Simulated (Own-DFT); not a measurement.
GaP (zincblende, atoms displaced) (calculated)

A calculation, not a measurement: plane-wave PBE density functional theory by an unreviewed code, no spin, of a simulated periodic cell, stress positive in tension, free energy of the whole cell less one offset for each atom, forces on such cells passed a denser k mesh, this cell's mesh not checked; offsets are fitted by least squares, one for each functional and potential file, so energies compare only between cells with the same atoms and settings and are not formation energies; the far tail of each file's local potential was reset to the Coulomb form; each entry is a single point on an unrelaxed cell, so the pressure reflects the starting lattice, mostly measured values (interpolated for alloys), from which strain is counted, and rises with the displacements; printed positions are rounded, which can move forces by about a meV/angstrom; the program, named Own-DFT, is a retired in-house code; no spin-orbit coupling. Program: Own-DFT development build.

Common to all runs: functional PBE; potential files PseudoDojo norm-conserving, scalar-relativistic, standard set; wave cutoff 42 hartree; occupations Fermi-Dirac; smearing width 0.1 eV; k mesh 2 x 3 x 3 centred on Gamma.

```json
{"entry": 1, "formula": "GaP", "kind": "zincblende, atoms displaced", "structure": {"cell_angstrom": [[16.3515, 0.0, 0.0], [0.0, 10.901, 0.0], [0.0, 0.0, 10.901]], "atoms_fractional": [["Ga", 0.00467, 0.01057, 0.02112], ["Ga", 0.99823, 0.23663, 0.24753], ["Ga", 0.1614, 0.00768, 0.26823], ["Ga", 0.16338, 0.24989, 0.0068], ["P", 0.08087, 0.1298, 0.12103], ["P", 0.08581, 0.37342, 0.38422], ["P", 0.25429, 0.12381, 0.36085], ["P", 0.24146, 0.37567, 0.13081], ["Ga", 0.99599, 0.0156, 0.4943], ["Ga", 0.001, 0.25999, 0.74671], ["Ga", 0.17423, 0.00105, 0.75157], ["Ga", 0.16762, 0.25182, 0.49981], ["P", 0.07759, 0.13098, 0.61114], ["P", 0.08433, 0.37882, 0.8702], ["P", 0.2539, 0.12758, 0.86439], ["P", 0.2508, 0.39, 0.62223], ["Ga", 0.00128, 0.4968, 0.98965], ["Ga", 0.00176, 0.75194, 0.26707], ["Ga", 0.16809, 0.4941, 0.2453], ["Ga", 0.17069, 0.75795, 0.98504], ["P", 0.08478, 0.61486, 0.14293], ["P", 0.09462, 0.88326, 0.36324], ["P", 0.25488, 0.62037, 0.38319], ["P", 0.25157, 0.88634, 0.13335], ["Ga", 0.00488, 0.49741, 0.50607], ["Ga", 0.00635, 0.76852, 0.72749], ["Ga", 0.16982, 0.48592, 0.74884], ["Ga", 0.15696, 0.75837, 0.48418], ["P", 0.08996, 0.62281, 0.61483], ["P", 0.09006, 0.86221, 0.89532], ["P", 0.2456, 0.62262, 0.87495], ["P", 0.2582, 0.87474, 0.62474], ["Ga", 0.34354, 0.99456, 0.0096], ["Ga", 0.33311, 0.23873, 0.26294], ["Ga", 0.50341, 0.0014, 0.26885], ["Ga", 0.49496, 0.24342, 0.99229], ["P", 0.41602, 0.13685, 0.12386], ["P", 0.42265, 0.39162, 0.35584], ["P", 0.5832, 0.1288, 0.36655], ["P", 0.57599, 0.36836, 0.12874], ["Ga", 0.33892, 0.00306, 0.5], ["Ga", 0.32593, 0.25815, 0.76353], ["Ga", 0.50077, 0.0024, 0.7445], ["Ga", 0.50083, 0.25488, 0.49295], ["P", 0.42345, 0.13934, 0.62864], ["P", 0.41103, 0.36869, 0.87931], ["P", 0.58143, 0.11957, 0.86986], ["P", 0.57888, 0.36623, 0.6274], ["Ga", 0.32879, 0.50261, 0.00231], ["Ga", 0.34245, 0.74145, 0.24885], ["Ga", 0.48552, 0.49542, 0.25463], ["Ga", 0.50603, 0.74111, 0.01643], ["P", 0.41948, 0.63314, 0.11857], ["P", 0.41473, 0.89431, 0.37389], ["P", 0.58133, 0.62733, 0.37991], ["P", 0.5833, 0.87451, 0.12342], ["Ga", 0.34229, 0.48676, 0.49594], ["Ga", 0.32923, 0.74381, 0.74672], ["Ga", 0.49306, 0.4854, 0.75543], ["Ga", 0.50269, 0.72531, 0.51499], ["P", 0.41146, 0.63094, 0.62565], ["P", 0.41546, 0.88276, 0.88704], ["P", 0.58547, 0.62725, 0.87387], ["P", 0.57859, 0.87286, 0.63202], ["Ga", 0.67015, 0.00431, 0.99583], ["Ga", 0.66833, 0.25016, 0.24781], ["Ga", 0.83052, 0.99739, 0.2492], ["Ga", 0.83614, 0.24877, 0.00306], ["P", 0.74738, 0.12836, 0.12868], ["P", 0.74909, 0.37771, 0.39185], ["P", 0.90249, 0.12715, 0.36232], ["P", 0.91027, 0.36734, 0.11959], ["Ga", 0.65829, 0.9989, 0.50535], ["Ga", 0.67032, 0.25991, 0.7576], ["Ga", 0.84325, 0.00547, 0.74333], ["Ga", 0.83468, 0.24518, 0.49289], ["P", 0.74639, 0.13943, 0.61669], ["P", 0.76159, 0.3875, 0.87519], ["P", 0.91061, 0.1231, 0.871], ["P", 0.93476, 0.38753, 0.62061], ["Ga", 0.66845, 0.50128, 0.9966], ["Ga", 0.66379, 0.75527, 0.25422], ["Ga", 0.82611, 0.50763, 0.23224], ["Ga", 0.84036, 0.7529, 0.01564], ["P", 0.75638, 0.60922, 0.1317], ["P", 0.74744, 0.88242, 0.36698], ["P", 0.91498, 0.63781, 0.37297], ["P", 0.91261, 0.88563, 0.11271], ["Ga", 0.66595, 0.49373, 0.51525], ["Ga", 0.66228, 0.74441, 0.75173], ["Ga", 0.84249, 0.50064, 0.74846], ["Ga", 0.83853, 0.75217, 0.50601], ["P", 0.74677, 0.61532, 0.63216], ["P", 0.7401, 0.88385, 0.86199], ["P", 0.93506, 0.63099, 0.86863], ["P", 0.93149, 0.88322, 0.62251]]}, "results": {"free_energy_of_cell_above_offsets [eV]": "-35.995", "pressure [GPa]": 5.44, "stress_xx [GPa]": -5.52, "stress_yy [GPa]": -5.73, "stress_zz [GPa]": -5.07, "stress_yz [GPa]": 1.01, "stress_xz [GPa]": 1.07, "stress_xy [GPa]": -0.97, "force_element": ["Ga", "Ga", "Ga", "Ga", "P", "P", "P", "P", "Ga", "Ga", "Ga", "Ga", "P", "P", "P", "P", "Ga", "Ga", "Ga", "Ga", "P", "P", "P", "P", "Ga", "Ga", "Ga", "Ga", "P", "P", "P", "P", "Ga", "Ga", "Ga", "Ga", "P", "P", "P", "P", "Ga", "Ga", "Ga", "Ga", "P", "P", "P", "P", "Ga", "Ga", "Ga", "Ga", "P", "P", "P", "P", "Ga", "Ga", "Ga", "Ga", "P", "P", "P", "P", "Ga", "Ga", "Ga", "Ga", "P", "P", "P", "P", "Ga", "Ga", "Ga", "Ga", "P", "P", "P", "P", "Ga", "Ga", "Ga", "Ga", "P", "P", "P", "P", "Ga", "Ga", "Ga", "Ga", "P", "P", "P", "P"], "force_x [eV/angstrom]": [-1.44, -0.375, 2.394, 0.902, 1.787, -0.61, -1.533, 2.335, 0.158, 0.058, -1.138, 0.905, 1.348, 0.28, -1.079, 0.941, 0.191, 0.407, -0.237, 2.881, -1.061, -4.558, -0.236, -0.272, 1.037, 2.509, -0.625, 2.784, -0.092, -3.966, 0.631, -1.593, -1.795, 1.456, -0.34, 1.045, 0.316, -5.194, 0.771, 0.597, -0.52, 0.756, -0.896, -0.035, -1.581, 0.086, 0.682, 0.322, 0.025, -1.53, 6.229, 0.524, -1.062, 0.483, 0.486, 0.47, -0.616, 0.272, 0.462, 0.146, 0.14, 1.506, -1.283, 0.315, -0.777, -0.168, -0.544, -1.414, 0.553, 0.223, 2.252, 1.963, 0.603, -0.006, -2.214, 0.101, 0.463, -1.087, 2.299, -4.181, -0.369, 0.275, 4.537, -1.476, -5.001, -0.015, -0.206, 1.461, -0.871, 0.675, 0.807, -1.183, 1.165, 2.283, -2.039, -3.074], "force_y [eV/angstrom]": [-1.872, 1.954, 1.982, 0.32, 0.396, -0.184, -0.623, -1.252, -0.382, -1.366, -0.657, -0.2, -0.167, -1.295, -0.85, -2.485, 0.2, 0.459, 0.747, -2.659, 1.521, -1.074, 0.275, -1.026, 2.359, -2.668, 2.142, -1.47, 0.899, 4.4, -0.45, 0.339, 1.391, 2.778, -0.062, 0.234, -1.196, -7.045, 0.559, 0.858, 1.041, 0.505, -0.237, -0.16, -0.206, 1.154, 1.05, 0.827, -0.244, 1.535, 5.811, 1.418, -2.236, -3.21, -1.392, 0.931, 1.59, 0.844, 1.288, 2.7, -2.354, -2.111, -1.205, -0.793, 0.031, 0.992, -0.246, -0.801, -0.349, 0.253, -0.483, 1.33, 0.362, -0.335, -0.71, 1.559, -1.415, -1.173, 1.094, -2.181, -0.475, -0.718, -4.603, -1.63, 5.693, -0.723, -2.06, 0.399, 0.269, 0.661, 0.79, 0.313, 1.417, -0.806, 1.046, 1.127], "force_z [eV/angstrom]": [-3.285, 0.654, -4.161, -1.657, 2.138, -1.719, 3.756, -0.811, -1.54, 0.553, -0.477, -0.023, 1.829, 0.662, 2.763, -0.541, 1.865, -2.062, 2.485, 4.502, -2.037, 2.031, -1.02, -0.341, -2.737, 2.84, 0.284, 1.784, 0.809, -3.942, -0.54, -0.889, 0.71, -2.592, -2.627, 0.234, 0.931, 6.075, 1.568, -0.698, 1.061, -2.521, 0.746, -0.593, -0.366, 0.72, 0.494, 0.443, 0.255, 1.009, -5.618, -2.365, 0.687, 0.261, -0.662, 0.713, 0.265, 1.451, -0.439, -0.854, 0.77, -1.973, 0.634, -0.867, 0.45, 0.61, -1.287, -0.938, -0.864, -2.111, 0.528, 1.082, -0.514, 0.158, -0.777, 1.186, 0.876, 0.318, 1.039, 1.146, 0.445, -0.395, 5.382, -2.681, -4.18, 1.975, 0.562, 2.742, -0.767, -0.529, -0.127, 0.057, -0.001, 0.454, -0.391, -1.477]}}
{"entry": 2, "formula": "GaP", "kind": "zincblende, atoms displaced", "structure": {"cell_angstrom": [[16.3515, 0.0, 0.0], [0.0, 10.901, 0.0], [0.0, 0.0, 10.901]], "atoms_fractional": [["Ga", 0.00305, 0.99548, 0.99294], ["Ga", 0.01361, 0.24478, 0.24584], ["Ga", 0.18215, 0.0077, 0.25086], ["Ga", 0.16644, 0.25233, 0.99659], ["P", 0.08139, 0.14336, 0.12075], ["P", 0.0863, 0.40204, 0.38409], ["P", 0.25313, 0.12354, 0.36914], ["P", 0.25411, 0.37442, 0.13735], ["Ga", 0.99472, 0.98557, 0.51212], ["Ga", 0.99947, 0.26078, 0.75697], ["Ga", 0.1682, 0.01945, 0.75213], ["Ga", 0.17174, 0.2444, 0.49226], ["P", 0.07749, 0.12977, 0.61659], ["P", 0.07161, 0.3689, 0.86453], ["P", 0.24148, 0.11237, 0.87396], ["P", 0.24768, 0.36181, 0.60084], ["Ga", 0.99871, 0.49289, 0.98735], ["Ga", 0.99908, 0.74556, 0.24931], ["Ga", 0.17264, 0.50923, 0.25784], ["Ga", 0.16826, 0.7471, 0.9993], ["P", 0.08298, 0.64433, 0.12281], ["P", 0.08089, 0.85433, 0.37237], ["P", 0.2526, 0.64611, 0.38001], ["P", 0.25014, 0.86901, 0.113], ["Ga", 0.00824, 0.48198, 0.49926], ["Ga", 0.01231, 0.75982, 0.76751], ["Ga", 0.15643, 0.50381, 0.74335], ["Ga", 0.17348, 0.75258, 0.50034], ["P", 0.07554, 0.62807, 0.62809], ["P", 0.098, 0.88163, 0.89053], ["P", 0.25009, 0.62096, 0.89152], ["P", 0.25061, 0.87897, 0.62248], ["Ga", 0.336, 0.99679, 0.01638], ["Ga", 0.32921, 0.25953, 0.2561], ["Ga", 0.50347, 0.00087, 0.24364], ["Ga", 0.50413, 0.26351, 0.00197], ["P", 0.41018, 0.12726, 0.12667], ["P", 0.41685, 0.37694, 0.36249], ["P", 0.57115, 0.11633, 0.36999], ["P", 0.57833, 0.37756, 0.11113], ["Ga", 0.33146, 0.00522, 0.50462], ["Ga", 0.33843, 0.2598, 0.74881], ["Ga", 0.49971, 0.99612, 0.74148], ["Ga", 0.49961, 0.24782, 0.49462], ["P", 0.41689, 0.11, 0.61263], ["P", 0.40579, 0.38017, 0.87957], ["P", 0.57863, 0.12909, 0.87383], ["P", 0.57963, 0.3795, 0.62932], ["Ga", 0.34018, 0.50838, 0.9962], ["Ga", 0.33441, 0.75765, 0.24924], ["Ga", 0.50874, 0.50472, 0.2408], ["Ga", 0.49346, 0.76094, 0.00127], ["P", 0.41884, 0.6158, 0.12208], ["P", 0.41012, 0.89938, 0.36643], ["P", 0.58541, 0.62156, 0.37079], ["P", 0.57943, 0.86584, 0.13339], ["Ga", 0.33799, 0.49938, 0.50825], ["Ga", 0.33623, 0.7481, 0.75305], ["Ga", 0.4889, 0.50393, 0.75979], ["Ga", 0.50398, 0.75432, 0.49086], ["P", 0.41407, 0.61398, 0.62678], ["P", 0.40716, 0.87859, 0.87034], ["P", 0.58646, 0.61371, 0.88425], ["P", 0.57411, 0.87266, 0.63248], ["Ga", 0.66528, 0.99803, 0.00123], ["Ga", 0.66722, 0.24375, 0.23642], ["Ga", 0.8417, 0.99325, 0.24228], ["Ga", 0.84077, 0.24964, 0.9894], ["P", 0.75417, 0.12139, 0.12328], ["P", 0.7584, 0.3735, 0.3662], ["P", 0.92414, 0.12235, 0.38317], ["P", 0.91395, 0.37717, 0.12111], ["Ga", 0.67434, 0.98927, 0.49522], ["Ga", 0.67256, 0.26143, 0.7507], ["Ga", 0.82612, 0.99373, 0.73911], ["Ga", 0.83312, 0.25856, 0.4865], ["P", 0.74114, 0.10871, 0.62187], ["P", 0.74048, 0.38653, 0.8813], ["P", 0.92567, 0.12536, 0.8728], ["P", 0.90885, 0.37799, 0.6418], ["Ga", 0.66081, 0.49636, 0.98649], ["Ga", 0.66572, 0.74379, 0.25526], ["Ga", 0.84326, 0.50611, 0.23504], ["Ga", 0.83266, 0.7619, 0.00317], ["P", 0.74373, 0.63134, 0.11814], ["P", 0.75526, 0.89534, 0.37102], ["P", 0.92188, 0.61926, 0.37852], ["P", 0.92428, 0.87909, 0.13424], ["Ga", 0.66074, 0.51371, 0.49848], ["Ga", 0.66917, 0.74478, 0.74453], ["Ga", 0.83753, 0.50227, 0.74785], ["Ga", 0.83039, 0.75884, 0.50651], ["P", 0.74227, 0.62613, 0.61577], ["P", 0.75573, 0.8779, 0.88774], ["P", 0.92465, 0.61992, 0.86777], ["P", 0.91697, 0.8712, 0.61868]]}, "results": {"free_energy_of_cell_above_offsets [eV]": "-37.737", "pressure [GPa]": 5.17, "stress_xx [GPa]": -5.1, "stress_yy [GPa]": -4.98, "stress_zz [GPa]": -5.43, "stress_yz [GPa]": -2.22, "stress_xz [GPa]": -0.4, "stress_xy [GPa]": 0.26, "force_element": ["Ga", "Ga", "Ga", "Ga", "P", "P", "P", "P", "Ga", "Ga", "Ga", "Ga", "P", "P", "P", "P", "Ga", "Ga", "Ga", "Ga", "P", "P", "P", "P", "Ga", "Ga", "Ga", "Ga", "P", "P", "P", "P", "Ga", "Ga", "Ga", "Ga", "P", "P", "P", "P", "Ga", "Ga", "Ga", "Ga", "P", "P", "P", "P", "Ga", "Ga", "Ga", "Ga", "P", "P", "P", "P", "Ga", "Ga", "Ga", "Ga", "P", "P", "P", "P", "Ga", "Ga", "Ga", "Ga", "P", "P", "P", "P", "Ga", "Ga", "Ga", "Ga", "P", "P", "P", "P", "Ga", "Ga", "Ga", "Ga", "P", "P", "P", "P", "Ga", "Ga", "Ga", "Ga", "P", "P", "P", "P"], "force_x [eV/angstrom]": [0.033, -2.66, -2.812, 0.334, 2.111, 3.164, 0.706, -1.395, 2.07, -1.869, -2.171, -2.236, 0.382, 4.412, 3.665, 1.311, 0.226, -0.456, -0.038, 0.286, 0.08, 1.073, 1.327, 0.159, -4.399, -0.845, 1.134, -1.912, 1.005, -1.074, -0.497, -0.25, -0.701, 0.971, -1.532, -2.717, 1.428, 0.979, 3.107, 2.468, -1.148, -1.513, -1.073, -0.323, 0.859, 1.99, 0.563, -0.121, -1.669, 0.375, -1.116, 0.271, 0.224, 0.941, -1.001, 0.727, -1.202, -1.333, 1.561, -1.562, 0.872, 1.621, -2.643, 2.567, -0.494, -0.42, -0.312, -1.127, 0.274, -2.177, -0.21, 1.689, -3.375, -1.133, 1.244, 0.769, 1.059, 3.752, -1.453, 1.46, 0.55, 0.997, -1.472, 1.547, 0.85, 0.182, -0.815, 0.027, 0.565, -0.818, -2.258, -0.147, 2.016, -1.499, -1.388, -0.616], "force_y [eV/angstrom]": [0.678, 2.476, -1.906, 0.649, -3.367, -4.607, 0.945, 1.363, 1.281, -2.798, -2.257, -0.783, -0.03, 2.196, 3.098, 2.012, 0.698, -0.401, 1.077, -0.339, -2.903, 2.631, -2.409, 0.432, 3.041, -0.009, -0.749, 0.284, 0.608, 0.623, -0.02, 0.048, 0.295, -1.396, -0.092, -2.438, 1.106, 0.827, 1.146, 0.71, -0.879, -1.891, 1.135, 0.521, 2.72, -1.046, -0.16, -0.107, -0.634, -0.135, -0.699, -0.998, 1.975, -2.108, 0.819, 0.569, -0.612, -0.669, -0.506, 0.067, 2.278, 0.574, 3.242, -1.223, 0.286, 0.279, 2.291, 0.095, -0.042, 1.481, 0.367, -1.048, 0.692, -1.228, 0.192, -1.538, 2.85, -1.767, -0.897, -1.793, 0.321, 1.154, 0.862, -1.667, -0.784, -3.094, 0.245, -0.876, -2.723, 0.582, 1.611, -1.111, 0.257, 0.285, 1.792, -1.03], "force_z [eV/angstrom]": [1.223, 2.749, -1.55, -0.284, -1.341, -3.596, 1.487, -2.106, -2.22, -2.983, -2.912, -1.094, 0.622, 2.347, 2.522, 3.085, 1.786, 0.548, -0.749, 0.48, -0.314, 0.824, -0.532, 1.679, 3.738, -0.65, 0.412, 0.966, -0.798, -1.956, -2.488, 1.176, -1.753, -0.152, -0.885, -1.564, 0.206, 1.324, 0.748, 2.226, -0.935, -1.124, 1.662, 0.238, 1.852, -0.233, -0.209, -0.431, 1.594, -0.365, 0.304, -0.488, 0.862, 0.289, 0.003, -0.83, -2.071, -0.603, 0.11, 0.022, 0.046, 0.593, -2.386, -1.392, 0.33, 1.09, 0.866, 0.492, -0.75, -0.899, -0.976, -0.421, 0.348, -0.619, 0.849, 1.693, 0.522, -1.604, -0.798, -2.935, 3.353, -0.257, 1.086, 0.744, 0.113, -0.775, 0.191, -1.806, 0.05, 1.452, 1.123, -1.511, 0.744, -2.192, 0.591, 3.182]}}
{"entry": 3, "formula": "GaP", "kind": "zincblende, atoms displaced", "structure": {"cell_angstrom": [[16.3515, 0.0, 0.0], [0.0, 10.901, 0.0], [0.0, 0.0, 10.901]], "atoms_fractional": [["Ga", 0.00511, 0.00212, 0.00088], ["Ga", 0.99366, 0.25144, 0.25234], ["Ga", 0.16495, 0.01105, 0.25157], ["Ga", 0.16341, 0.24438, 0.99531], ["P", 0.08918, 0.13015, 0.12783], ["P", 0.08657, 0.37996, 0.36982], ["P", 0.2559, 0.12312, 0.35934], ["P", 0.23726, 0.37448, 0.11136], ["Ga", 0.99862, 0.01145, 0.49443], ["Ga", 0.9987, 0.24083, 0.76181], ["Ga", 0.16931, 0.99829, 0.74893], ["Ga", 0.16537, 0.25221, 0.49537], ["P", 0.07887, 0.12059, 0.61151], ["P", 0.09216, 0.38108, 0.8874], ["P", 0.25654, 0.11589, 0.86576], ["P", 0.25179, 0.38554, 0.63313], ["Ga", 0.00016, 0.50003, 0.99929], ["Ga", 0.99384, 0.74142, 0.24641], ["Ga", 0.16295, 0.50329, 0.24386], ["Ga", 0.16244, 0.76683, 0.99451], ["P", 0.07581, 0.6179, 0.12734], ["P", 0.08352, 0.86748, 0.36856], ["P", 0.26122, 0.61735, 0.37251], ["P", 0.25518, 0.87957, 0.12751], ["Ga", 0.98783, 0.49832, 0.5164], ["Ga", 0.99328, 0.76387, 0.74574], ["Ga", 0.16887, 0.50217, 0.75493], ["Ga", 0.17043, 0.75632, 0.51149], ["P", 0.07848, 0.62766, 0.62326], ["P", 0.08819, 0.87991, 0.88404], ["P", 0.24943, 0.61932, 0.8938], ["P", 0.25631, 0.88263, 0.6354], ["Ga", 0.33855, 0.01781, 0.00146], ["Ga", 0.32796, 0.2372, 0.23667], ["Ga", 0.49049, 0.99712, 0.24487], ["Ga", 0.49782, 0.23191, 0.00728], ["P", 0.42074, 0.11972, 0.12404], ["P", 0.41732, 0.37727, 0.3783], ["P", 0.57176, 0.11559, 0.37244], ["P", 0.58228, 0.37769, 0.12551], ["Ga", 0.33719, 0.0037, 0.50238], ["Ga", 0.33682, 0.26976, 0.74609], ["Ga", 0.49474, 0.00062, 0.73423], ["Ga", 0.49499, 0.24076, 0.4955], ["P", 0.4191, 0.119, 0.62817], ["P", 0.41125, 0.38985, 0.9005], ["P", 0.58396, 0.13011, 0.88205], ["P", 0.57841, 0.38336, 0.62913], ["Ga", 0.32993, 0.49681, 0.01337], ["Ga", 0.32703, 0.74413, 0.24394], ["Ga", 0.48745, 0.51718, 0.25702], ["Ga", 0.49397, 0.74005, 0.01248], ["P", 0.40544, 0.62672, 0.13384], ["P", 0.41278, 0.86572, 0.38917], ["P", 0.57955, 0.62293, 0.36451], ["P", 0.58722, 0.87734, 0.13385], ["Ga", 0.33819, 0.49676, 0.48614], ["Ga", 0.33425, 0.73233, 0.73955], ["Ga", 0.50536, 0.51293, 0.7505], ["Ga", 0.50879, 0.72874, 0.48849], ["P", 0.41382, 0.62378, 0.61075], ["P", 0.41387, 0.86199, 0.87996], ["P", 0.58256, 0.6069, 0.86815], ["P", 0.57875, 0.87321, 0.63668], ["Ga", 0.65924, 0.99244, 0.99514], ["Ga", 0.66039, 0.25516, 0.2455], ["Ga", 0.8334, 0.98267, 0.24518], ["Ga", 0.82843, 0.25325, 0.00428], ["P", 0.75249, 0.12412, 0.14163], ["P", 0.74736, 0.37098, 0.36515], ["P", 0.91416, 0.12926, 0.38304], ["P", 0.9177, 0.37038, 0.13343], ["Ga", 0.67839, 0.99649, 0.50354], ["Ga", 0.67234, 0.23775, 0.7424], ["Ga", 0.82768, 0.99397, 0.75141], ["Ga", 0.82344, 0.2624, 0.49476], ["P", 0.7442, 0.12412, 0.60526], ["P", 0.74652, 0.37636, 0.89179], ["P", 0.92623, 0.11065, 0.87737], ["P", 0.91589, 0.37438, 0.63491], ["Ga", 0.66354, 0.49298, 0.00903], ["Ga", 0.67227, 0.74091, 0.25369], ["Ga", 0.8289, 0.50615, 0.25431], ["Ga", 0.83406, 0.74837, 0.00603], ["P", 0.7403, 0.61853, 0.11769], ["P", 0.74302, 0.88834, 0.39069], ["P", 0.92231, 0.6232, 0.35627], ["P", 0.90921, 0.87044, 0.11222], ["Ga", 0.65718, 0.5017, 0.49479], ["Ga", 0.66251, 0.75372, 0.75878], ["Ga", 0.82371, 0.48418, 0.73758], ["Ga", 0.83095, 0.74891, 0.50988], ["P", 0.75005, 0.61772, 0.62135], ["P", 0.75706, 0.87398, 0.89576], ["P", 0.91852, 0.62957, 0.85382], ["P", 0.9093, 0.86597, 0.62438]]}, "results": {"free_energy_of_cell_above_offsets [eV]": "-38.920", "pressure [GPa]": 4.78, "stress_xx [GPa]": -4.78, "stress_yy [GPa]": -4.88, "stress_zz [GPa]": -4.67, "stress_yz [GPa]": 0.26, "stress_xz [GPa]": -0.2, "stress_xy [GPa]": 0.64, "force_element": ["Ga", "Ga", "Ga", "Ga", "P", "P", "P", "P", "Ga", "Ga", "Ga", "Ga", "P", "P", "P", "P", "Ga", "Ga", "Ga", "Ga", "P", "P", "P", "P", "Ga", "Ga", "Ga", "Ga", "P", "P", "P", "P", "Ga", "Ga", "Ga", "Ga", "P", "P", "P", "P", "Ga", "Ga", "Ga", "Ga", "P", "P", "P", "P", "Ga", "Ga", "Ga", "Ga", "P", "P", "P", "P", "Ga", "Ga", "Ga", "Ga", "P", "P", "P", "P", "Ga", "Ga", "Ga", "Ga", "P", "P", "P", "P", "Ga", "Ga", "Ga", "Ga", "P", "P", "P", "P", "Ga", "Ga", "Ga", "Ga", "P", "P", "P", "P", "Ga", "Ga", "Ga", "Ga", "P", "P", "P", "P"], "force_x [eV/angstrom]": [0.463, 1.47, 0.252, 1.131, -1.917, -1.373, -0.791, 1.399, -0.508, 1.386, -0.82, 0.723, 1.577, -1.828, -0.594, -0.372, -1.007, 1.577, 0.826, 1.93, 1.086, -0.245, -2.965, -1.098, 1.694, 1.995, -0.47, 0.135, 0.55, -2.005, -0.322, -0.301, -0.724, 0.767, 0.742, 0.716, -1.075, 0.072, 1.828, -1.95, -0.651, 0.528, 0.876, 0.685, -1.748, 2.288, -0.097, 0.469, -1.061, -0.019, 0.568, 1.142, 1.18, 0.659, 2.024, -1.01, -0.802, -0.531, -3.382, -1.722, 1.314, 0.222, 1.85, 1.341, 1.025, -0.17, -0.168, 1.186, -0.874, -0.984, -0.914, -1.101, -6.21, -1.224, 0.497, 1.61, 2.477, 0.463, -2.721, -0.644, -1.08, -0.531, 0.12, -0.193, 2.097, 3.386, -2.426, 2.535, 0.941, 0.905, 0.121, -0.256, -1.495, -1.954, -1.231, 0.74], "force_y [eV/angstrom]": [-0.451, -0.498, -2.01, -1.004, -0.109, -0.285, -0.316, -0.412, -2.446, 1.064, 0.444, 0.144, 1.0, -0.616, 2.001, -0.404, -0.154, 2.249, 0.082, -2.465, 1.681, 0.777, 0.744, 0.793, 0.731, -0.471, 0.805, -0.464, 0.195, 0.922, 1.201, -0.927, -2.595, 2.528, -1.747, 2.911, 0.655, -1.868, 0.427, -0.167, -0.204, -1.078, -1.206, 0.842, 2.605, -2.056, -0.935, -1.87, 0.569, 1.828, -1.947, 0.497, -0.523, -0.147, -0.666, -1.153, -0.356, 0.832, -1.851, 2.854, -0.684, 0.904, 2.969, -0.637, 0.775, -1.372, 1.344, -1.145, -0.214, 1.464, -0.2, 1.24, 0.707, 1.538, 0.327, -0.57, 1.561, -0.696, 0.998, -1.991, 0.043, 1.485, -0.624, -2.688, 0.949, -4.587, -1.037, 0.721, -0.584, -0.431, 1.011, -0.829, 0.556, 0.444, -1.311, 2.587], "force_z [eV/angstrom]": [1.331, 0.715, -0.11, -0.834, 0.021, 1.056, 2.9, 1.76, -0.48, -0.657, -0.108, -0.02, 2.161, -1.7, 0.186, -1.969, -0.471, -1.451, 0.625, 2.36, -0.801, 0.427, -0.135, -0.553, -2.065, 0.577, 0.205, -0.9, 0.711, -2.647, -1.697, -0.872, -0.864, -0.626, 1.575, -0.788, 0.776, -1.509, 0.077, 0.594, -0.428, 1.327, 3.396, 0.522, -0.742, -2.523, -1.863, -0.622, 0.59, 1.506, -0.758, -0.789, -1.092, -1.537, -0.698, -0.121, 1.816, 1.782, -1.468, 2.166, 0.593, -0.66, 3.133, -1.987, 0.946, 0.599, 1.249, 0.727, -1.506, 0.575, -1.183, -1.461, 1.11, 1.035, -0.143, 0.516, 2.919, -2.307, -0.35, -0.24, -1.252, 0.233, -0.984, -1.273, 0.9, -3.807, 3.597, 1.71, 0.166, 0.353, 1.84, -1.912, -0.014, -2.055, 2.0, -0.33]}}
```
